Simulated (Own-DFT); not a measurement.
# How strain changes the stress of wurtzite AlN, 128 atoms (Al64N64)

Calculated results; nothing here was measured. The program, named Own-DFT, is a retired in-house plane-wave density functional code that no person has reviewed. Each row is one single-point run on a periodic cell that was not relaxed, without spin or spin-orbit coupling.

Settings of every run: PBE; PseudoDojo norm-conserving scalar-relativistic files; cutoff 42 hartree; 3 x 3 x 3 k mesh centred on Gamma; Gaussian smearing of 0.01 eV.

Known limits: k mesh not checked against a denser one; stress not checked against mesh or cutoff.

Unstrained cell vectors in Å: (12.448, 0.000, 0.000); (-6.224, 10.780, 0.000); (0.000, 0.000, 9.964). The unstrained cell has measured lattice constants (interpolated for alloys), not those of this functional. That, the random moves and any unrelaxed bonds set the pressure at no strain. Each run strains this cell uniformly, with the atoms carried along. Every atom was also moved at random, by a Gaussian of width 0.05 Å on each axis. Strain is the symmetric tensor, in per cent. Stress is positive in tension, and the pressure is minus a third of its trace.

| run | e_xx (%) | e_yy (%) | e_zz (%) | e_yz (%) | e_xz (%) | e_xy (%) | s_xx (GPa) | s_yy (GPa) | s_zz (GPa) | s_yz (GPa) | s_xz (GPa) | s_xy (GPa) | P (GPa) | E (meV/atom) |
|---|---|---|---|---|---|---|---|---|---|---|---|---|---|---|
| 1 | -1.46 | 1.69 | -0.42 | -1.08 | -0.97 | 0.30 | -11.00 | -0.01 | -8.15 | -2.91 | -2.63 | -0.13 | 6.39 | 15.4 |
| 2 | 1.25 | -1.51 | 1.77 | 1.80 | -1.21 | 1.95 | -1.29 | -9.48 | 0.99 | 3.67 | -2.60 | 7.65 | 3.26 | 17.3 |
| 3 | 1.83 | -1.53 | -1.00 | -1.01 | 1.16 | -1.71 | -1.87 | -10.71 | -8.02 | -2.93 | 2.86 | -6.09 | 6.87 | 8.3 |
| 4 | -1.17 | -0.05 | 0.23 | 0.00 | -1.46 | 0.26 | -11.98 | -6.64 | -4.98 | 0.76 | -3.31 | 1.99 | 7.87 | 11.3 |
| 5 | 1.34 | 1.72 | 1.47 | -1.01 | 1.04 | 1.10 | 2.90 | 3.14 | 3.28 | -2.31 | 2.80 | 3.75 | -3.10 | 0.0 |
| 6 | -1.93 | 0.25 | -1.23 | -1.99 | -0.08 | -1.30 | -16.01 | -7.44 | -14.61 | -5.41 | -0.17 | -3.82 | 12.69 | 32.9 |
| 7 | 1.22 | -1.13 | 0.10 | 1.56 | 0.63 | 1.90 | -1.81 | -10.38 | -4.60 | 4.61 | 1.05 | 7.55 | 5.60 | 15.0 |
| 8 | -0.96 | 1.50 | 0.27 | -0.73 | 0.14 | 0.27 | -8.36 | -1.20 | -3.18 | -1.74 | 0.75 | 2.01 | 4.25 | 7.2 |
| 9 | 1.71 | 0.98 | -1.47 | -1.74 | -0.75 | -1.03 | 1.82 | -0.56 | -9.32 | -3.99 | -1.41 | -2.87 | 2.69 | 2.9 |
| 10 | -0.89 | -0.75 | -1.63 | -0.65 | 1.53 | -1.19 | -13.08 | -11.50 | -15.18 | -2.23 | 4.24 | -3.90 | 13.25 | 28.7 |
| 11 | -0.86 | -1.22 | -1.52 | 0.03 | 1.21 | 1.35 | -12.71 | -14.24 | -14.48 | 0.29 | 2.78 | 4.70 | 13.81 | 22.6 |
| 12 | -0.91 | -0.80 | -1.42 | 1.84 | 0.79 | 0.76 | -11.06 | -13.61 | -15.21 | 5.15 | 2.02 | 3.90 | 13.30 | 37.3 |
| 13 | 0.25 | 1.24 | -1.31 | 0.78 | 1.86 | 1.86 | -4.39 | -0.86 | -11.90 | 2.09 | 4.91 | 6.76 | 5.72 | 26.5 |
| 14 | 1.98 | -1.49 | 1.08 | -1.97 | -1.16 | 0.39 | 3.13 | -11.88 | -0.35 | -4.89 | -2.79 | 1.23 | 3.04 | 20.5 |
| 15 | 0.82 | -1.33 | 0.38 | 1.43 | -1.00 | -1.75 | -1.82 | -13.74 | -6.26 | 4.06 | -3.19 | -7.28 | 7.27 | 37.2 |
| 16 | -0.20 | 0.40 | 0.08 | 0.89 | -0.90 | -0.11 | ? | ? | ? | ? | ? | ? | ? | ? |

E is the free energy for each atom above the lowest run shown.

## Worked fit

Each stress component was fitted by least squares to a constant and the strains of the runs shown, as fractions, with shears doubled. Shear strains stay in the fit of a normal stress only where such slopes are resolved. The slopes, in GPa:

| stress | at no strain | per e_xx | per e_yy | per e_zz | scatter |
|---|---|---|---|---|---|
| s_xx | -6.1 | 455 ± 21 | 113 ± 21 | 88 ± 24 | 0.94 |
| s_yy | -6.5 | 109 ± 28 | 467 ± 28 | 48 ± 32 | 1.25 |
| s_zz | -6.1 | 123 ± 27 | 95 ± 26 | 440 ± 31 | 1.20 |

Each shear stress against twice its own strain: yz 132 ± 7, xz 125 ± 7, xy 186 ± 13 GPa. These are stiffnesses along x, y and z of the frame in which the cell vectors are given, which need not be the crystal's axes. The atoms are held to the strained lattice; where symmetry lets them move under strain, relaxing them would lower some slopes. The table should be nearly symmetric about its diagonal, and what it lacks of that shows the noise. A ninth of its sum, 215 ± 6 GPa, estimates the bulk modulus near the mean pressure of these runs, 6.9 GPa, so it lies above the value at zero pressure.

## Withheld run

Question: what normal stresses and pressure should run 16 give?

The fit gives s_xx = -6.4, s_yy = -4.8, s_zz = -5.6 and P = 5.6 GPa. The calculation gave -6.41, -4.60, -5.18 and P = 5.40 GPa.
